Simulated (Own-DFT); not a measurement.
# Computed records: SiGe3 (layered order of Si and Ge on the diamond lattice, atoms displaced)

A calculation, not a measurement: plane-wave density functional theory by an unreviewed code, no spin, of a simulated periodic cell, stress positive in tension, run twice, with PBE and with PBEsol, both on files made for PBE, so the change isn't that of files made for PBEsol, forces on such cells moved up to 12 meV/angstrom on a denser k mesh; the far tail of each file's local potential was reset to the Coulomb form; each entry is a single point on an unrelaxed cell, so the pressure reflects the starting lattice, mostly measured values (interpolated for alloys), from which strain is counted, and rises with the displacements; printed positions are rounded, which can move forces by about a meV/angstrom; the program, named Own-DFT, is a retired in-house code; no spin-orbit coupling; stress was not checked against mesh or cutoff. Program: Own-DFT development build.

## SiGe3 (layered order of Si and Ge on the diamond lattice, atoms displaced)

```
SiGe3
1.0
     11.2025     0.0000     0.0000
      0.0000    11.2025     0.0000
      0.0000     0.0000    11.2025
Ge Si Ge Si Ge Si Ge Si Ge Si Ge Si Ge Si Ge Si Ge
9 2 2 2 10 2 2 2 10 2 2 2 10 2 2 2 1
Direct
  0.99831 0.99760 0.01324
  0.99470 0.25659 0.24629
  0.25695 0.99114 0.25563
  0.24094 0.25229 0.00935
  0.11580 0.11687 0.12895
  0.13474 0.36720 0.37363
  0.37789 0.13355 0.37197
  0.37120 0.37509 0.11498
  0.00473 0.01007 0.49492
  0.99848 0.24139 0.74712
  0.25426 0.00598 0.75549
  0.25892 0.24108 0.50388
  0.12672 0.12136 0.62230
  0.12221 0.37616 0.87553
  0.36340 0.12193 0.88233
  0.36866 0.37366 0.62919
  0.99739 0.50209 0.99873
  0.00502 0.75998 0.25791
  0.25085 0.49997 0.25277
  0.25207 0.75067 0.01260
  0.11675 0.62840 0.12763
  0.12230 0.86793 0.37035
  0.36734 0.62526 0.37541
  0.36778 0.87584 0.12958
  0.01111 0.49458 0.49326
  0.99120 0.74349 0.74575
  0.25281 0.49574 0.75740
  0.23778 0.73627 0.50095
  0.12394 0.63753 0.62327
  0.11522 0.87708 0.88077
  0.37785 0.62047 0.86910
  0.37418 0.87709 0.61854
  0.50532 0.00035 0.00994
  0.49360 0.24731 0.24517
  0.75460 0.99975 0.24122
  0.74607 0.25782 0.00059
  0.63108 0.13856 0.12214
  0.63231 0.37288 0.37285
  0.86711 0.12486 0.37367
  0.88178 0.37406 0.12483
  0.50565 0.00492 0.50775
  0.50341 0.25658 0.74853
  0.74394 0.00525 0.74890
  0.74773 0.24950 0.49995
  0.62114 0.12547 0.62184
  0.61827 0.37267 0.87880
  0.88120 0.13210 0.87839
  0.87265 0.37701 0.62948
  0.50226 0.50367 0.00699
  0.50254 0.74763 0.26044
  0.75549 0.50641 0.25270
  0.74626 0.75289 0.00017
  0.62217 0.62025 0.12304
  0.61617 0.87551 0.37176
  0.87562 0.61889 0.36978
  0.88317 0.88420 0.12112
  0.50008 0.50134 0.50529
  0.49509 0.74331 0.75366
  0.75006 0.49153 0.74720
  0.74728 0.74811 0.50150
  0.61885 0.62492 0.62288
  0.61991 0.87026 0.88044
  0.87300 0.62456 0.87527
  0.86686 0.87459 0.62135
```

Settings of this run: functional PBE, then PBEsol, potential files PseudoDojo norm-conserving, scalar-relativistic, standard set, wave cutoff 42 hartree, occupations Fermi-Dirac, smearing width 0.1 eV and k mesh 3 x 3 x 3 centred on Gamma.

The calculation gives: PBE pressure 4.22 GPa; PBE stress xx -4.28 GPa; PBE stress yy -4.13 GPa; PBE stress zz -4.26 GPa; PBE stress yz -0.89 GPa; PBE stress xz 0.07 GPa; PBE stress xy -1.72 GPa; PBEsol pressure 1.49 GPa; PBEsol stress xx -1.54 GPa; PBEsol stress yy -1.4 GPa; PBEsol stress zz -1.54 GPa; PBEsol stress yz -0.85 GPa; PBEsol stress xz 0.07 GPa; PBEsol stress xy -1.65 GPa; rms change of force components from PBE to PBEsol 0.055 eV/Å.

Force:
```tsv
force element	PBE force x (eV/Å)	PBE force y (eV/Å)	PBE force z (eV/Å)	PBEsol force x (eV/Å)	PBEsol force y (eV/Å)	PBEsol force z (eV/Å)
Ge	0.736	1.398	-3.679	0.71	1.354	-3.471
Ge	0.858	-1.479	1.3	0.83	-1.438	1.251
Ge	-1.215	1.481	0.495	-1.182	1.417	0.466
Ge	-0.537	-0.871	-1.416	-0.505	-0.839	-1.306
Ge	1.461	0.964	1.333	1.398	0.939	1.284
Ge	-0.129	-0.334	0.068	-0.133	-0.3	0.06
Ge	0.173	-1.976	0.562	0.164	-1.911	0.548
Ge	0.268	0.442	1.35	0.255	0.423	1.322
Ge	-0.875	-1.559	-0.205	-0.845	-1.508	-0.204
Si	0.461	1.192	0.369	0.472	1.18	0.273
Si	-1.069	-1.32	-0.166	-1.067	-1.315	-0.253
Ge	-0.951	0.781	-0.006	-0.921	0.762	-0.019
Ge	0.469	0.186	1.245	0.457	0.18	1.121
Si	-0.156	-0.431	-0.476	-0.17	-0.431	-0.39
Si	1.641	0.99	-0.053	1.629	1.005	0.035
Ge	0.899	0.351	0.234	0.878	0.33	0.148
Ge	0.218	0.104	-0.612	0.211	0.095	-0.51
Ge	-2.395	-1.853	-1.979	-2.3	-1.797	-1.922
Ge	-0.345	-0.146	-1.07	-0.336	-0.141	-1.022
Ge	-0.745	-0.613	-2.318	-0.726	-0.581	-2.167
Ge	0.591	-0.387	0.361	0.584	-0.365	0.359
Ge	1.61	1.941	2.289	1.556	1.871	2.201
Ge	1.036	-0.438	0.517	0.994	-0.425	0.499
Ge	2.314	-0.419	-0.038	2.227	-0.404	-0.023
Ge	-0.728	0.349	0.795	-0.706	0.346	0.756
Si	0.043	1.262	1.044	0.056	1.246	0.942
Si	-0.976	0.588	-0.306	-0.951	0.561	-0.381
Ge	2.12	2.796	-1.411	2.046	2.701	-1.381
Ge	-1.306	-3.086	2.436	-1.24	-2.993	2.266
Si	0.89	-0.561	-0.911	0.862	-0.543	-0.828
Si	-0.517	0.252	1.202	-0.504	0.235	1.269
Ge	-0.561	-0.679	1.129	-0.531	-0.649	1.038
Ge	-0.789	0.089	-0.913	-0.77	0.093	-0.822
Ge	1.007	1.47	-0.332	0.982	1.417	-0.321
Ge	-1.184	0.12	0.639	-1.131	0.132	0.621
Ge	1.287	0.226	-1.174	1.252	0.205	-1.049
Ge	-0.553	-1.505	0.765	-0.543	-1.464	0.742
Ge	-1.267	0.5	-0.156	-1.22	0.483	-0.142
Ge	0.692	0.416	-0.206	0.673	0.406	-0.204
Ge	-1.461	1.211	-0.56	-1.413	1.175	-0.535
Ge	-1.273	-0.651	-1.781	-1.229	-0.63	-1.728
Si	-1.101	-1.091	0.879	-1.099	-1.089	0.78
Si	0.494	-0.497	1.104	0.482	-0.483	1.016
Ge	0.396	0.05	0.457	0.379	0.043	0.428
Ge	0.874	1.132	1.653	0.841	1.091	1.514
Si	0.561	0.832	-0.798	0.558	0.832	-0.692
Si	-1.029	-1.008	-0.067	-1.028	-1.003	0.021
Ge	1.022	-0.746	-0.683	0.99	-0.744	-0.738
Ge	-0.889	-0.75	-2.078	-0.857	-0.728	-1.941
Ge	-1.294	-0.457	-1.583	-1.261	-0.432	-1.522
Ge	-0.842	-1.425	-1.41	-0.807	-1.385	-1.356
Ge	0.753	-0.229	-0.104	0.734	-0.23	-0.037
Ge	0.991	1.252	1.333	0.958	1.207	1.298
Ge	1.776	0.868	0.773	1.714	0.824	0.75
Ge	1.048	1.529	1.506	1.007	1.479	1.449
Ge	-1.932	-2.757	1.495	-1.866	-2.643	1.462
Ge	-0.713	-0.855	-1.092	-0.685	-0.813	-1.051
Si	0.381	1.042	-0.302	0.395	1.034	-0.385
Si	-0.988	1.222	1.362	-0.963	1.19	1.264
Ge	-0.185	-0.189	-1.015	-0.181	-0.179	-0.977
Ge	0.864	0.052	1.41	0.833	0.039	1.288
Si	-0.146	0.703	-1.199	-0.139	0.692	-1.102
Si	-0.598	-0.333	-0.674	-0.597	-0.337	-0.578
Ge	0.817	0.854	0.668	0.777	0.811	0.581
```
